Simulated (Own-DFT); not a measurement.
# Same atoms, different arrangement: C16Si16, 32 atoms

The numbers are computed, not measured, by runs of the plane-wave DFT program Own-DFT (in-house, retired, unreviewed) at fixed positions, with no spin and no spin-orbit coupling.

Method: PBE; PseudoDojo norm-conserving scalar-relativistic files; cutoff 42 hartree; 5 x 5 x 3 k mesh centred on Gamma; Fermi-Dirac smearing of 0.1 eV.

Limits: forces on such cells passed a denser k mesh, each cell not checked; stress not checked against mesh or cutoff.

All cells hold the same atoms in the same cell, with vectors in Å (6.165, 0.000, 0.000); (-3.083, 5.339, 0.000); (0.000, 0.000, 10.068). Every atom was moved at random from its ideal site; u is the rms move along one axis. E is the free energy of the cell above the lowest run. The arrangements:

- A: 2H SiC
- B: 4H SiC

| arrangement | u (Å) | E (eV) | P (GPa) |
|---|---|---|---|
| A | 0.0278 | 0.026 | 3.67 |
| A | 0.0283 | 0.082 | 3.67 |
| A | 0.0312 | 0.485 | 4.13 |
| A | 0.0564 | 2.760 | 5.79 |
| A | 0.0597 | 2.648 | 5.33 |
| A | 0.0599 | 3.873 | 6.46 |
| B | 0.0288 | 0.157 | 3.81 |
| B | 0.0295 | 0.000 | 3.62 |
| B | 0.0301 | 0.305 | 3.92 |
| B | 0.0598 | 3.464 | 6.26 |
| B | 0.0599 | 3.389 | 6.00 |
| B | 0.0603 | 3.375 | 5.97 |

Asked: once the cost of the random moves is taken out, how do the arrangements rank?

## Answer

Fit E = a + b u², with one b for all and one a for each arrangement, and with residuals divided by u², since the noise grows with the moves. Then b = 1168 eV/Å², the scatter at u = 0.04 Å is 0.21 eV, and against A:

- B: -0.04 ± 0.09 eV (not told apart from A)

The cells share one lattice and weren't relaxed, which can shift such small differences either way.
